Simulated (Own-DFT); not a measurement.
Simulation results for SiC (3C silicon carbide, atoms displaced)

A calculation, not a measurement: plane-wave PBE density functional theory by an unreviewed code, no spin, of a simulated periodic cell, stress positive in tension, free energy of the whole cell less one offset for each atom, forces on such cells passed a denser k mesh, this cell's mesh not checked; offsets are fitted by least squares, one for each functional and potential file, so energies compare only between cells with the same atoms and settings and are not formation energies; the far tail of each file's local potential was reset to the Coulomb form; each entry is a single point on an unrelaxed cell, so the pressure reflects the starting lattice, mostly measured values (interpolated for alloys), from which strain is counted, and rises with the displacements; printed positions are rounded, which can move forces by about a meV/angstrom; the program, named Own-DFT, is a retired in-house code; no spin-orbit coupling. Program: Own-DFT development build.

Common to all runs: functional PBE; potential files PseudoDojo norm-conserving, scalar-relativistic, standard set; wave cutoff 42 hartree; occupations Fermi-Dirac; smearing width 0.1 eV; k mesh 4 x 4 x 4 centred on Gamma.

(1) 
```cif
# cell vector a (Å): 8.7192 0.0000 0.0000
# cell vector b (Å): 0.0000 8.7192 0.0000
# cell vector c (Å): 0.0000 0.0000 8.7192
data_SiC
_symmetry_space_group_name_H-M 'P 1'
_symmetry_Int_Tables_number 1
_cell_length_a 8.7192
_cell_length_b 8.7192
_cell_length_c 8.7192
_cell_angle_alpha 90.000
_cell_angle_beta 90.000
_cell_angle_gamma 90.000
_cell_volume 662.87
loop_
_atom_site_label
_atom_site_type_symbol
_atom_site_fract_x
_atom_site_fract_y
_atom_site_fract_z
_atom_site_occupancy
Si1 Si 0.99734 0.99143 0.00193 1
Si2 Si 0.00302 0.24643 0.25548 1
Si3 Si 0.25133 0.00984 0.25107 1
Si4 Si 0.24115 0.25706 0.99974 1
C1 C 0.13243 0.12405 0.12436 1
C2 C 0.11532 0.37458 0.36657 1
C3 C 0.37257 0.12592 0.38350 1
C4 C 0.37057 0.37265 0.12276 1
Si5 Si 0.99714 0.00313 0.51249 1
Si6 Si 0.01582 0.24256 0.75252 1
Si7 Si 0.25095 0.99798 0.74385 1
Si8 Si 0.24591 0.25217 0.50253 1
C5 C 0.13600 0.12498 0.61765 1
C6 C 0.11931 0.38381 0.87150 1
C7 C 0.37888 0.12162 0.87784 1
C8 C 0.38349 0.37858 0.62737 1
Si9 Si 0.00210 0.51062 0.00401 1
Si10 Si 0.98670 0.75463 0.24696 1
Si11 Si 0.24299 0.49373 0.24321 1
Si12 Si 0.25001 0.75812 0.99768 1
C9 C 0.12891 0.63054 0.11910 1
C10 C 0.11853 0.87420 0.38327 1
C11 C 0.37440 0.62992 0.37931 1
C12 C 0.37046 0.86882 0.11647 1
Si13 Si 0.99441 0.50023 0.50415 1
Si14 Si 0.99561 0.75338 0.74758 1
Si15 Si 0.24265 0.48915 0.75097 1
Si16 Si 0.23788 0.75782 0.50304 1
C13 C 0.11617 0.62764 0.62337 1
C14 C 0.12761 0.86997 0.87511 1
C15 C 0.37307 0.61396 0.87201 1
C16 C 0.36461 0.87610 0.62241 1
Si17 Si 0.49460 0.00885 0.99001 1
Si18 Si 0.49862 0.24796 0.23916 1
Si19 Si 0.76403 0.98502 0.25154 1
Si20 Si 0.74829 0.25665 0.01139 1
C17 C 0.63743 0.12587 0.11610 1
C18 C 0.61487 0.38112 0.37889 1
C19 C 0.88120 0.11560 0.38099 1
C20 C 0.89049 0.36970 0.11969 1
Si21 Si 0.50097 0.99932 0.51173 1
Si22 Si 0.50540 0.25615 0.74721 1
Si23 Si 0.75623 0.01279 0.75306 1
Si24 Si 0.74333 0.25135 0.49252 1
C21 C 0.62479 0.11958 0.62091 1
C22 C 0.61470 0.37775 0.86597 1
C23 C 0.87880 0.12143 0.88798 1
C24 C 0.89004 0.37658 0.63317 1
Si25 Si 0.50750 0.49644 0.99203 1
Si26 Si 0.51083 0.74799 0.24484 1
Si27 Si 0.74385 0.49945 0.24377 1
Si28 Si 0.74025 0.75670 0.01006 1
C25 C 0.63643 0.62268 0.12587 1
C26 C 0.62456 0.87135 0.37958 1
C27 C 0.87120 0.62651 0.36881 1
C28 C 0.87384 0.87221 0.13235 1
Si29 Si 0.50423 0.49272 0.49150 1
Si30 Si 0.50407 0.74909 0.74672 1
Si31 Si 0.75645 0.49781 0.74911 1
Si32 Si 0.75517 0.75858 0.49893 1
C29 C 0.63061 0.62630 0.62361 1
C30 C 0.61357 0.88038 0.86492 1
C31 C 0.87809 0.62420 0.86393 1
C32 C 0.88048 0.86250 0.60650 1
_calc_free_energy_of_cell_above_offsets '-3.102'  # eV
_calc_pressure 6.14  # GPa
_calc_stress_xx -5.88  # GPa
_calc_stress_yy -6.46  # GPa
_calc_stress_zz -6.09  # GPa
_calc_stress_yz 0.24  # GPa
_calc_stress_xz -1.14  # GPa
_calc_stress_xy -0.4  # GPa
```

Force:
```
element  x (eV/Å)  y (eV/Å)  z (eV/Å)
     Si     1.649     0.779     0.395
     Si    -0.626    -1.216    -1.246
     Si     0.258     -2.81     0.775
     Si     1.347    -1.026    -0.902
      C    -2.043     0.134    -0.171
      C     1.438     0.603     2.409
      C     1.237     0.174    -1.253
      C     1.098     0.435    -0.496
     Si     1.509    -0.903    -2.193
     Si    -2.065     0.708     0.244
     Si     0.385     0.436     1.886
     Si     1.812     1.503    -1.562
      C     -1.92    -0.467     2.402
      C      0.14    -2.147     1.663
      C    -2.622     3.049    -2.528
      C    -2.013    -0.896    -0.891
     Si    -0.397    -0.391    -1.575
     Si     4.068    -2.235      2.12
     Si     1.112     2.249     1.301
     Si     0.571     -3.15    -0.747
      C    -1.035     0.249     1.069
      C    -0.536     1.676    -2.297
      C    -0.204    -0.995    -1.158
      C      2.48     2.517     1.953
     Si     0.737     0.968    -1.825
     Si     0.773     -0.94    -0.154
     Si     1.896     3.066    -1.562
     Si     1.555    -2.235    -0.792
      C     1.308    -0.804     0.448
      C    -1.642     1.662    -1.175
      C     0.275      1.92     0.285
      C     2.061    -0.656     0.593
     Si     1.587    -2.475     2.348
     Si    -0.141    -0.565     1.832
     Si    -3.324     3.587     1.958
     Si      1.57     0.217    -3.034
      C    -2.154    -1.552     2.425
      C     3.102    -3.085    -3.929
      C    -1.367     1.792    -1.073
      C    -2.397      1.09     1.234
     Si    -1.401    -0.905    -2.557
     Si     -1.69    -2.358    -0.332
     Si    -0.822    -2.407    -0.624
     Si     1.591    -0.395     1.006
      C     1.199     2.215     1.309
      C     4.044    -0.418     1.544
      C     0.041     1.024    -1.792
      C    -2.451    -2.086     -0.78
     Si    -2.468     1.311     1.168
     Si    -2.957     0.138     1.252
     Si     2.676    -1.049     2.028
     Si     1.362    -0.248     -3.66
      C    -2.575    -0.135    -1.393
      C     0.145     1.282    -1.062
      C    -0.455    -0.881     0.607
      C     0.063    -0.029    -3.396
     Si    -2.836      4.55     3.156
     Si    -1.886    -1.329    -0.591
     Si    -0.876     0.562    -0.512
     Si    -2.387    -3.756    -1.349
      C     0.243    -0.479    -0.575
      C     2.335     0.358     1.732
      C    -1.049     0.979     3.081
      C      0.67     3.792     4.963
```

(2) 
```cif
# cell vector a (Å): 8.7192 0.0000 0.0000
# cell vector b (Å): 0.0000 8.7192 0.0000
# cell vector c (Å): 0.0000 0.0000 8.7192
data_SiC
_symmetry_space_group_name_H-M 'P 1'
_symmetry_Int_Tables_number 1
_cell_length_a 8.7192
_cell_length_b 8.7192
_cell_length_c 8.7192
_cell_angle_alpha 90.000
_cell_angle_beta 90.000
_cell_angle_gamma 90.000
_cell_volume 662.87
loop_
_atom_site_label
_atom_site_type_symbol
_atom_site_fract_x
_atom_site_fract_y
_atom_site_fract_z
_atom_site_occupancy
Si1 Si 0.00591 0.99947 0.00796 1
Si2 Si 0.99969 0.25783 0.24979 1
Si3 Si 0.26481 0.00339 0.25542 1
Si4 Si 0.24753 0.24191 0.00711 1
C1 C 0.12338 0.12740 0.11932 1
C2 C 0.13098 0.38045 0.36998 1
C3 C 0.37167 0.13915 0.38320 1
C4 C 0.37141 0.37437 0.12542 1
Si5 Si 0.99920 0.99882 0.50365 1
Si6 Si 0.99367 0.25713 0.74661 1
Si7 Si 0.25793 0.99400 0.74060 1
Si8 Si 0.25836 0.24751 0.50477 1
C5 C 0.12940 0.13290 0.63392 1
C6 C 0.11514 0.38403 0.86686 1
C7 C 0.37892 0.13090 0.87316 1
C8 C 0.37417 0.37063 0.63681 1
Si9 Si 0.00607 0.50414 0.00341 1
Si10 Si 0.00053 0.74739 0.25344 1
Si11 Si 0.24736 0.50003 0.23602 1
Si12 Si 0.23706 0.75048 0.98665 1
C9 C 0.12736 0.62990 0.12376 1
C10 C 0.11265 0.87165 0.37463 1
C11 C 0.37198 0.63756 0.37002 1
C12 C 0.36931 0.86912 0.12726 1
Si13 Si 0.00085 0.49720 0.51108 1
Si14 Si 0.99277 0.75330 0.75070 1
Si15 Si 0.24842 0.48940 0.74979 1
Si16 Si 0.25337 0.74808 0.49962 1
C13 C 0.12019 0.62085 0.61187 1
C14 C 0.12157 0.88631 0.85767 1
C15 C 0.38078 0.63009 0.88338 1
C16 C 0.37964 0.87312 0.63266 1
Si17 Si 0.49167 0.00198 0.99422 1
Si18 Si 0.49419 0.23273 0.24985 1
Si19 Si 0.74655 0.00571 0.25389 1
Si20 Si 0.75743 0.25177 0.99607 1
C17 C 0.62704 0.12174 0.12470 1
C18 C 0.62611 0.37825 0.37689 1
C19 C 0.86893 0.12789 0.36554 1
C20 C 0.88455 0.37643 0.11296 1
Si21 Si 0.50680 0.98738 0.51507 1
Si22 Si 0.50181 0.26601 0.73741 1
Si23 Si 0.75612 0.99633 0.74202 1
Si24 Si 0.75616 0.24463 0.49578 1
C21 C 0.60791 0.12618 0.61476 1
C22 C 0.62558 0.36651 0.87946 1
C23 C 0.87136 0.12623 0.86813 1
C24 C 0.86686 0.37042 0.63446 1
Si25 Si 0.50934 0.50599 0.99664 1
Si26 Si 0.50538 0.73632 0.25184 1
Si27 Si 0.75364 0.49469 0.25062 1
Si28 Si 0.74901 0.75008 0.00965 1
C25 C 0.62016 0.62966 0.13430 1
C26 C 0.61704 0.86946 0.37271 1
C27 C 0.87768 0.62725 0.38357 1
C28 C 0.88548 0.87047 0.13070 1
Si29 Si 0.50069 0.50335 0.50726 1
Si30 Si 0.49925 0.74076 0.74065 1
Si31 Si 0.73156 0.49857 0.74111 1
Si32 Si 0.73792 0.74594 0.50362 1
C29 C 0.63132 0.60621 0.61755 1
C30 C 0.62857 0.87794 0.88373 1
C31 C 0.86847 0.63337 0.87352 1
C32 C 0.87580 0.88408 0.61504 1
_calc_free_energy_of_cell_above_offsets '-2.296'  # eV
_calc_pressure 6.21  # GPa
_calc_stress_xx -6.72  # GPa
_calc_stress_yy -6.1  # GPa
_calc_stress_zz -5.8  # GPa
_calc_stress_yz -0.35  # GPa
_calc_stress_xz 0.57  # GPa
_calc_stress_xy 0.15  # GPa
```

Force:
```
element  x (eV/Å)  y (eV/Å)  z (eV/Å)
     Si    -1.412      0.02    -2.189
     Si     0.763    -1.027    -0.343
     Si    -3.017    -0.801    -0.188
     Si      0.79     2.162      -2.7
      C     0.243    -0.573     2.584
      C    -0.902     -0.73      1.45
      C     1.338    -4.467    -0.633
      C     1.301    -0.495    -0.771
     Si     1.243     1.787    -1.952
     Si     1.052    -1.478     1.787
     Si    -1.076     3.136      2.34
     Si    -2.732     1.932     0.258
      C    -0.456    -1.091    -1.967
      C     1.012    -1.426     1.717
      C    -0.818    -0.283    -0.897
      C    -0.909     2.857    -3.561
     Si    -1.003     0.779    -2.107
     Si    -0.164    -0.394     0.318
     Si     0.988     0.583     2.259
     Si     1.697     1.253     1.416
      C    -0.887    -0.218    -0.552
      C     3.287     1.579     1.134
      C     0.193     -3.22     1.271
      C     0.875     0.563     -0.86
     Si    -1.449    -0.984    -2.793
     Si     0.457    -0.216    -1.392
     Si    -0.431      2.74     0.536
     Si    -1.877     0.755     -0.54
      C     2.185      1.55     3.723
      C     0.038     -1.82     1.973
      C    -1.016     -1.12    -2.408
      C    -0.349    -1.752    -1.985
     Si     1.139    -0.732     0.943
     Si     1.655     3.879    -0.311
     Si     0.284    -2.213    -1.154
     Si    -0.703    -1.279     0.368
      C    -0.516      0.27    -0.498
      C    -0.529    -1.261    -0.303
      C     2.053      0.19     1.569
      C    -1.511     0.131      1.93
     Si    -1.697     0.952    -3.461
     Si     1.257    -4.729      3.97
     Si     -2.13     1.293     1.868
     Si    -2.227     1.101     0.412
      C     4.025     0.922     1.813
      C     -0.35     2.337    -1.279
      C     1.026    -0.472     0.881
      C    -0.005     0.792     -2.29
     Si    -1.526    -1.472     1.519
     Si    -2.649     3.744     0.019
     Si     0.007      0.92     0.364
     Si     0.349     0.895    -0.788
      C     2.995    -2.713    -2.302
      C     0.965     0.626     1.057
      C    -0.861     -1.09    -0.776
      C    -1.858     0.929    -0.336
     Si    -2.191     -2.03    -3.555
     Si     1.231     0.684     3.104
     Si     4.926    -2.129     4.543
     Si     2.852     0.817    -1.716
      C    -2.696     4.945     0.149
      C     -0.27    -0.869    -2.238
      C    -0.258    -1.358     0.196
      C    -1.751    -2.686     1.374
```
